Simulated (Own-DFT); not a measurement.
# Biaxial strain at fixed height in wurtzite AlGaN with randomly placed atoms, 72 atoms (Al27Ga9N36)

Source: density functional calculations with Own-DFT, an unreviewed in-house program that is no longer used. Nothing was measured or relaxed, and spin and spin-orbit coupling are left out.

Settings: PBEsol; PseudoDojo norm-conserving scalar-relativistic files, made for PBE; cutoff 42 hartree; 4 x 4 x 3 k mesh centred on Gamma; Fermi-Dirac smearing of 0.1 eV.

Keep in mind: forces on such cells passed a denser k mesh, each cell not checked; stress not checked against mesh or cutoff.

Unstrained cell vectors in Å: (9.394, 0.000, 0.000); (-4.697, 8.135, 0.000); (0.000, 0.000, 10.066). The unstrained cell has measured lattice constants (interpolated for alloys), not those of this functional. That, the random moves and any unrelaxed bonds set the pressure at no strain. Each run strains x and y alike by e, as a substrate would, and holds the height along z. Each atom got a random Gaussian move of width 0.05 Å along each axis. The random placing of the alloy's atoms differs from row to row. Stress is positive in tension.

| e (%) | u (Å) | (s_xx + s_yy)/2 (GPa) | s_zz (GPa) |
|---|---|---|---|
| -3.00 | 0.053 | -23.73 | -7.79 |
| -2.25 | 0.052 | -19.12 | -7.01 |
| -1.50 | 0.043 | -11.21 | -5.89 |
| -0.50 | 0.052 | ? | ? |
| 0.50 | 0.054 | -1.11 | -2.55 |
| 1.00 | 0.046 | 1.87 | -0.51 |
| 1.25 | 0.050 | 3.32 | -3.03 |
| 2.25 | 0.050 | 7.83 | -1.66 |
| 2.50 | 0.049 | 8.49 | 1.55 |
| 2.75 | 0.048 | 10.18 | -0.05 |

## What the rows give

With e as a fraction, the in-plane stress is -3.3 + 574 e - 3594 e² GPa (errors 14 and 953, scatter 0.83), and s_zz is -3.6 + 144 e GPa (slope ± 18, scatter 1.11). At e = 0 the first slope is C11 + C12 and the second 2 C13, both with the ions held to the strained lattice and at the cell's own pressure. The term in e² is negative: the layer stiffens under compression and softens under tension. A free layer would change its height as e changes, and the in-plane slope would drop by 2 C13²/C33 to the biaxial modulus. At fixed height, a misfit of 1 % moves the in-plane stress by about 5.7 GPa and s_zz by 1.4 GPa.

## Check

Asked: what are the two stresses at e = -0.50 %?

The fitted form gives -6.3 and -4.3 GPa. The hidden result is -5.69 and -4.73 GPa.
